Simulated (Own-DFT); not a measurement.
# Computed records: SiGe3 (layered order of Si and Ge on the diamond lattice, atoms displaced)

All values are calculated (Own-DFT development build). A calculation, not a measurement: plane-wave density functional theory by an unreviewed code, no spin, of a simulated periodic cell, stress positive in tension, run twice, with PBE and with PBEsol, both on files made for PBE, so the change isn't that of files made for PBEsol, forces on such cells moved up to 12 meV/angstrom on a denser k mesh; the far tail of each file's local potential was reset to the Coulomb form; each entry is a single point on an unrelaxed cell, so the pressure reflects the starting lattice, mostly measured values (interpolated for alloys), from which strain is counted, and rises with the displacements; printed positions are rounded, which can move forces by about a meV/angstrom; the program, named Own-DFT, is a retired in-house code; no spin-orbit coupling; stress was not checked against mesh or cutoff.

Settings shared by all entries: functional PBE, then PBEsol; potential files PseudoDojo norm-conserving, scalar-relativistic, standard set; wave cutoff 42 hartree; occupations Fermi-Dirac; smearing width 0.1 eV; k mesh 3 x 3 x 3 centred on Gamma.

(1) SiGe3 (layered order of Si and Ge on the diamond lattice, atoms displaced)

```
SiGe3
1.0
     11.2025     0.0000     0.0000
      0.0000    11.2025     0.0000
      0.0000     0.0000    11.2025
Ge Si Ge Si Ge Si Ge Si Ge Si Ge Si Ge Si Ge Si Ge
9 2 2 2 10 2 2 2 10 2 2 2 10 2 2 2 1
Direct
  0.99285 0.00225 0.99789
  0.00897 0.25649 0.24946
  0.24428 0.00089 0.24744
  0.26067 0.24162 0.99863
  0.11896 0.13879 0.12701
  0.12195 0.37839 0.38145
  0.37186 0.12555 0.37982
  0.37705 0.37698 0.13367
  0.99596 0.00957 0.49759
  0.99721 0.26250 0.74836
  0.25031 0.00879 0.74863
  0.24792 0.24521 0.49941
  0.12305 0.12412 0.62119
  0.12099 0.37315 0.86915
  0.37176 0.11723 0.87698
  0.37870 0.37227 0.62285
  0.00670 0.50151 0.00106
  0.99755 0.75137 0.24714
  0.25231 0.50890 0.25745
  0.25346 0.75276 0.00290
  0.13326 0.62416 0.12928
  0.11912 0.87763 0.37100
  0.37459 0.63065 0.36420
  0.36530 0.87196 0.12561
  0.00627 0.50280 0.49991
  0.99389 0.75808 0.75023
  0.24533 0.50210 0.74539
  0.25717 0.74751 0.50415
  0.12711 0.62506 0.61565
  0.12160 0.88500 0.88029
  0.37362 0.61921 0.87339
  0.36894 0.86577 0.61853
  0.50432 0.99596 0.00259
  0.50407 0.24511 0.23853
  0.74639 0.99137 0.25867
  0.75324 0.24733 0.99594
  0.62008 0.13128 0.13599
  0.62444 0.36945 0.36985
  0.87816 0.11991 0.37079
  0.87589 0.38449 0.11247
  0.49418 0.99171 0.49450
  0.49955 0.24728 0.74915
  0.74836 0.99880 0.73940
  0.74750 0.24829 0.49577
  0.62909 0.12836 0.62007
  0.61808 0.37232 0.87531
  0.87921 0.11933 0.87888
  0.88101 0.38084 0.62667
  0.49983 0.49343 0.00144
  0.50269 0.74895 0.23332
  0.73818 0.50712 0.24636
  0.75903 0.75031 0.99936
  0.62088 0.61938 0.12856
  0.62087 0.87066 0.37368
  0.87521 0.62733 0.38129
  0.87139 0.87327 0.12524
  0.50552 0.49504 0.51163
  0.50152 0.74260 0.75998
  0.74656 0.49564 0.75006
  0.74932 0.74664 0.50532
  0.62387 0.62657 0.62304
  0.62707 0.87746 0.87474
  0.88287 0.62073 0.86508
  0.87327 0.87472 0.62570
```

The calculation gives: PBE pressure 4.11 GPa; PBE stress xx -4.16 GPa; PBE stress yy -4.19 GPa; PBE stress zz -3.97 GPa; PBE stress yz -0.66 GPa; PBE stress xz -0.03 GPa; PBE stress xy 0.16 GPa; PBEsol pressure 1.38 GPa; PBEsol stress xx -1.44 GPa; PBEsol stress yy -1.46 GPa; PBEsol stress zz -1.26 GPa; PBEsol stress yz -0.62 GPa; PBEsol stress xz -0.05 GPa; PBEsol stress xy 0.15 GPa; rms change of force components from PBE to PBEsol 0.052 eV/Å.

Force:
```csv
force element,PBE force x (eV/Å),PBE force y (eV/Å),PBE force z (eV/Å),PBEsol force x (eV/Å),PBEsol force y (eV/Å),PBEsol force z (eV/Å)
Ge,0.907,-0.077,1.182,0.879,-0.086,1.227
Ge,-2.163,0.876,0.43,-2.075,0.833,0.414
Ge,-0.043,0.642,0.233,-0.045,0.613,0.237
Ge,-1.137,1.447,-0.116,-1.128,1.413,-0.034
Ge,1.059,-1.824,-1.312,1.036,-1.765,-1.258
Ge,1.19,-0.273,-0.611,1.148,-0.266,-0.592
Ge,0.47,-0.337,-1.468,0.446,-0.339,-1.422
Ge,-0.724,-0.106,-0.703,-0.676,-0.111,-0.688
Ge,0.434,-1.678,0.474,0.426,-1.621,0.44
Si,0.287,-2.02,0.618,0.252,-1.991,0.52
Si,-0.397,-1.355,0.096,-0.409,-1.336,0.003
Ge,0.078,0.971,0.238,0.076,0.934,0.223
Ge,-0.287,0.75,1.389,-0.282,0.737,1.264
Si,1.27,0.251,0.481,1.255,0.262,0.56
Si,1.456,0.139,-0.798,1.444,0.149,-0.688
Ge,-1.02,-0.251,1.109,-0.981,-0.231,1.007
Ge,0.494,0.543,-1.274,0.467,0.517,-1.162
Ge,0.168,-0.489,0.276,0.168,-0.461,0.28
Ge,-0.679,-1.834,-0.299,-0.652,-1.758,-0.294
Ge,-0.927,-0.761,-1.772,-0.89,-0.731,-1.627
Ge,-0.848,0.511,-0.549,-0.82,0.497,-0.524
Ge,0.505,-0.284,0.963,0.486,-0.265,0.915
Ge,1.752,0.214,1.843,1.672,0.208,1.773
Ge,1.257,1.192,0.112,1.222,1.139,0.105
Ge,-1.223,0.009,0.036,-1.174,0.009,0.034
Si,1.347,-0.599,0.289,1.318,-0.565,0.206
Si,0.317,-0.572,0.5,0.304,-0.56,0.407
Ge,-1.664,-0.391,-2.365,-1.606,-0.382,-2.291
Ge,-0.157,0.889,1.9,-0.152,0.859,1.762
Si,0.566,-0.732,-1.067,0.55,-0.711,-0.97
Si,-0.196,0.077,0.07,-0.197,0.064,0.152
Ge,1.508,1.469,2.826,1.453,1.413,2.658
Ge,-0.53,0.268,-0.113,-0.528,0.266,-0.041
Ge,-2.372,1.607,3.106,-2.287,1.567,3.013
Ge,0.252,0.886,-0.955,0.249,0.857,-0.918
Ge,-0.554,-0.008,-0.05,-0.535,0.011,0.021
Ge,2.719,-2.566,-2.515,2.616,-2.481,-2.432
Ge,-0.296,0.518,0.268,-0.281,0.5,0.258
Ge,-0.66,1.382,-0.535,-0.64,1.324,-0.495
Ge,-0.657,-0.666,1.51,-0.63,-0.643,1.453
Ge,0.378,0.686,0.813,0.36,0.661,0.77
Si,-0.232,-0.336,0.621,-0.235,-0.336,0.527
Si,0.091,0.372,1.651,0.099,0.369,1.54
Ge,1.411,0.534,-0.205,1.35,0.505,-0.21
Ge,-1.145,-0.814,0.536,-1.098,-0.774,0.446
Si,0.81,-0.389,-0.618,0.792,-0.374,-0.521
Si,-1.101,1.03,-2.255,-1.075,1.002,-2.141
Ge,-1.33,-0.142,-0.412,-1.286,-0.122,-0.469
Ge,-0.376,0.48,-0.517,-0.368,0.471,-0.411
Ge,-0.735,0.746,1.417,-0.723,0.709,1.383
Ge,2.198,-1.345,1.304,2.112,-1.302,1.256
Ge,-0.978,-1.034,-1.104,-0.935,-0.982,-1.001
Ge,0.294,0.926,-2.506,0.276,0.893,-2.403
Ge,-0.101,-0.951,0.265,-0.091,-0.906,0.248
Ge,-0.249,-0.385,-1.013,-0.244,-0.362,-0.981
Ge,0.214,0.636,0.157,0.204,0.603,0.153
Ge,-0.481,0.378,-2.284,-0.46,0.358,-2.207
Si,-0.227,0.748,-0.478,-0.21,0.732,-0.546
Si,0.085,0.402,0.383,0.084,0.392,0.301
Ge,-0.057,0.681,-0.585,-0.05,0.653,-0.573
Ge,0.191,-0.223,1.717,0.189,-0.224,1.59
Si,0.356,-0.462,-0.504,0.353,-0.446,-0.415
Si,-0.647,0.155,0.445,-0.634,0.133,0.51
Ge,0.131,0.492,-0.275,0.112,0.474,-0.342
```

(2) SiGe3 (layered order of Si and Ge on the diamond lattice, atoms displaced)

```
SiGe3
1.0
     11.2025     0.0000     0.0000
      0.0000    11.2025     0.0000
      0.0000     0.0000    11.2025
Ge Si Ge Si Ge Si Ge Si Ge Si Ge Si Ge Si Ge Si Ge
9 2 2 2 10 2 2 2 10 2 2 2 10 2 2 2 1
Direct
  0.00570 0.98976 0.00545
  0.00285 0.24149 0.24593
  0.24396 0.00222 0.24725
  0.25035 0.24800 0.00031
  0.12048 0.13104 0.12960
  0.12420 0.37802 0.36970
  0.37533 0.12121 0.37360
  0.38332 0.36680 0.12960
  0.99348 0.00242 0.50512
  0.00111 0.24245 0.74890
  0.24714 0.99115 0.74909
  0.23988 0.24397 0.49306
  0.13040 0.12567 0.62847
  0.12523 0.37721 0.88097
  0.37336 0.13555 0.88804
  0.37875 0.38419 0.63139
  0.00343 0.50175 0.00681
  0.99919 0.74794 0.25384
  0.24794 0.50476 0.24479
  0.25084 0.74823 0.99751
  0.12781 0.63029 0.12487
  0.12567 0.87273 0.37775
  0.38175 0.62612 0.37561
  0.37663 0.86918 0.11979
  0.99747 0.49665 0.49819
  0.99754 0.75163 0.75772
  0.24494 0.50233 0.75388
  0.24129 0.74773 0.50957
  0.13013 0.62447 0.62380
  0.12713 0.86966 0.88313
  0.37036 0.63102 0.88030
  0.37560 0.87442 0.62175
  0.50714 0.00006 0.99895
  0.50481 0.24751 0.24745
  0.75040 0.00078 0.24288
  0.74685 0.25849 0.99311
  0.63522 0.12398 0.12811
  0.62301 0.36375 0.37491
  0.88118 0.12675 0.36780
  0.87963 0.38727 0.12086
  0.49421 0.99502 0.50454
  0.50419 0.24636 0.74448
  0.75109 0.00013 0.75102
  0.75484 0.24858 0.50059
  0.62181 0.13263 0.62164
  0.62671 0.37902 0.87030
  0.87800 0.12967 0.86626
  0.87382 0.37129 0.62882
  0.50410 0.49958 0.99447
  0.50166 0.74398 0.24578
  0.74865 0.49986 0.25191
  0.75105 0.75042 0.99885
  0.63090 0.62054 0.12603
  0.63931 0.87100 0.37321
  0.86933 0.62043 0.37852
  0.87547 0.86499 0.12096
  0.50008 0.49153 0.49121
  0.49757 0.74994 0.74983
  0.75034 0.50612 0.74893
  0.74449 0.75002 0.50432
  0.61775 0.62545 0.62131
  0.63098 0.86150 0.87580
  0.86444 0.62501 0.87394
  0.86912 0.87766 0.62117
```

Results for SiGe3 (layered order of Si and Ge on the diamond lattice, atoms displaced): PBE pressure 3.88 GPa; PBE stress xx -3.88 GPa; PBE stress yy -3.82 GPa; PBE stress zz -3.93 GPa; PBE stress yz 0.77 GPa; PBE stress xz 0.54 GPa; PBE stress xy 0.25 GPa; PBEsol pressure 1.16 GPa; PBEsol stress xx -1.16 GPa; PBEsol stress yy -1.1 GPa; PBEsol stress zz -1.22 GPa; PBEsol stress yz 0.71 GPa; PBEsol stress xz 0.53 GPa; PBEsol stress xy 0.25 GPa; rms change of force components from PBE to PBEsol 0.047 eV/Å.

Force:
```csv
force element,PBE force x (eV/Å),PBE force y (eV/Å),PBE force z (eV/Å),PBEsol force x (eV/Å),PBEsol force y (eV/Å),PBEsol force z (eV/Å)
Ge,-0.57,1.37,-0.836,-0.566,1.329,-0.739
Ge,-1.057,2.823,0.475,-1.013,2.726,0.466
Ge,0.832,-0.747,0.023,0.802,-0.715,0.034
Ge,-0.646,1.103,0.68,-0.637,1.078,0.749
Ge,1.081,-1.591,-1.69,1.048,-1.549,-1.615
Ge,-0.236,-0.337,-0.156,-0.23,-0.335,-0.148
Ge,-0.078,0.045,-0.071,-0.086,0.042,-0.067
Ge,-0.963,1.358,-0.961,-0.932,1.31,-0.928
Ge,0.977,0.038,-0.567,0.941,0.031,-0.562
Si,0.551,1.27,0.494,0.566,1.261,0.392
Si,0.557,0.793,1.263,0.558,0.784,1.164
Ge,1.479,1.157,0.459,1.421,1.106,0.431
Ge,-0.642,-0.816,0.321,-0.626,-0.787,0.226
Si,-0.302,-0.408,-0.958,-0.306,-0.408,-0.859
Si,1.101,-1.938,-2.476,1.07,-1.897,-2.356
Ge,-0.878,-1.243,-0.121,-0.825,-1.192,-0.182
Ge,0.168,1.061,-1.875,0.15,1.027,-1.736
Ge,-0.175,-0.245,0.215,-0.169,-0.237,0.198
Ge,1.151,-0.559,0.485,1.108,-0.543,0.477
Ge,-0.067,0.298,0.226,-0.068,0.291,0.312
Ge,-0.427,0.048,0.003,-0.412,0.035,0.008
Ge,-0.505,0.644,0.178,-0.495,0.624,0.171
Ge,-1.293,0.016,0.178,-1.241,0.002,0.16
Ge,-0.007,0.98,0.529,-0.006,0.942,0.512
Ge,0.233,0.051,0.478,0.221,0.049,0.445
Si,-0.106,-0.21,-0.379,-0.107,-0.204,-0.442
Si,0.677,0.011,0.666,0.668,0.019,0.57
Ge,1.84,0.559,-1.66,1.781,0.542,-1.609
Ge,-2.022,-0.848,1.619,-1.951,-0.799,1.495
Si,-0.229,0.323,-1.503,-0.217,0.316,-1.383
Si,0.735,-1.1,-1.38,0.715,-1.073,-1.272
Ge,-0.662,-0.59,1.43,-0.642,-0.565,1.312
Ge,-0.181,-0.176,-0.401,-0.179,-0.175,-0.32
Ge,-0.126,-1.181,0.493,-0.12,-1.135,0.483
Ge,1.382,-0.792,0.859,1.335,-0.765,0.835
Ge,1.017,-0.372,0.112,0.992,-0.367,0.179
Ge,-0.945,0.737,-1.359,-0.922,0.708,-1.304
Ge,0.929,0.691,-0.074,0.893,0.677,-0.075
Ge,-0.894,-0.762,0.733,-0.856,-0.739,0.711
Ge,-0.892,-1.949,0.983,-0.859,-1.877,0.954
Ge,1.513,0.607,-1.276,1.452,0.595,-1.238
Si,-0.986,1.22,1.677,-0.964,1.189,1.566
Si,-0.565,0.128,0.241,-0.559,0.116,0.162
Ge,-0.002,-0.136,-0.509,-0.017,-0.127,-0.498
Ge,0.524,-1.714,0.35,0.527,-1.671,0.268
Si,-0.384,-0.16,-1.108,-0.381,-0.16,-1.008
Si,-0.388,-1.116,1.061,-0.399,-1.099,1.123
Ge,0.396,0.478,0.568,0.382,0.458,0.473
Ge,-0.538,0.016,0.143,-0.515,0.017,0.211
Ge,0.503,0.771,0.289,0.486,0.732,0.279
Ge,-0.002,-0.819,0.276,0.003,-0.781,0.257
Ge,-0.225,-1.028,0.024,-0.206,-1.003,0.115
Ge,-0.541,0.245,-0.631,-0.525,0.24,-0.601
Ge,-1.995,0.691,-0.393,-1.928,0.661,-0.377
Ge,0.276,0.611,0.151,0.271,0.586,0.141
Ge,0.227,0.861,0.735,0.224,0.839,0.713
Ge,0.05,0.528,0.65,0.041,0.519,0.631
Si,-0.13,-0.183,0.564,-0.136,-0.183,0.468
Si,-0.473,-0.587,-0.085,-0.477,-0.587,-0.176
Ge,0.862,-0.611,0.016,0.833,-0.584,-0.003
Ge,-0.073,-0.576,0.613,-0.056,-0.553,0.521
Si,-0.822,1.765,-1.131,-0.786,1.724,-1.03
Si,1.579,-0.105,-0.075,1.55,-0.084,0.018
Ge,0.386,-0.397,1.418,0.379,-0.38,1.301
```
